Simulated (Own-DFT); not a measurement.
# Energy and forces against displacement in zincblende GaP, 96 atoms (Ga48P48)

These are calculations, not measurements. The program, named Own-DFT, is a retired in-house plane-wave density functional code that no person has reviewed. Each row is one single-point run on a periodic cell that was not relaxed, without spin or spin-orbit coupling.

Settings of every run: PBE; PseudoDojo norm-conserving scalar-relativistic files; cutoff 42 hartree; 2 x 3 x 3 k mesh centred on Gamma; Fermi-Dirac smearing of 0.1 eV.

Known limits, some of them of some rows only: forces on such cells moved up to 12 meV/angstrom on a denser k mesh; forces on such cells passed a denser k mesh, each cell not checked; stress not checked against mesh or cutoff.

Cell vectors in Å: (16.352, 0.000, 0.000); (0.000, 10.901, 0.000); (0.000, 0.000, 10.901). In each run every atom was moved at random and independently from its ideal site; u is the rms move along one axis. E is the free energy for each atom above the fitted value at u = 0, and F the rms of the force components.

```
run,u (Å),E (meV/atom),F (eV/Å),largest force (eV/Å),P (GPa)
1,0.0189,6.2,0.268,0.91,2.70
2,0.0190,6.5,0.273,1.03,2.71
3,0.0198,6.4,0.259,0.97,2.70
4,0.0497,40.6,0.695,2.35,3.18
5,0.0508,49.8,0.788,3.05,3.37
6,0.0961,?,?,?,?
7,0.0961,155.1,1.423,5.16,4.61
8,0.1548,383.8,2.599,12.21,7.76
9,0.1898,621.0,3.359,13.22,11.78
```

## Worked fit

For small independent moves the energy grows as E = (3/2) K u², with K the mean stiffness felt by one atom. The runs with u up to 0.11 Å give K = 11.6 ± 0.5 eV/Å², with residuals divided by u² + 0.0006 Å², since the noise grows with the moves. The scatter is 2.9 meV/atom at u = 0.05 Å. The forces follow F = G u with G = 14.3 eV/Å²; no force at u = 0 is resolved. G exceeds K because the moves of its neighbours add to the force on an atom, and stiffness differs between atoms. At u = 0.190 Å the parabola gives 626 meV/atom and the run 621. The pressure follows P = 2.66 + 215 u² GPa: at fixed volume, shortened bonds push harder than stretched ones pull.

## Withheld run

Question: what energy and rms force should run 6 give?

The fit gives 160 ± 11 meV/atom and about 1.37 eV/Å. The calculation gave 166.6 meV/atom and 1.561 eV/Å.
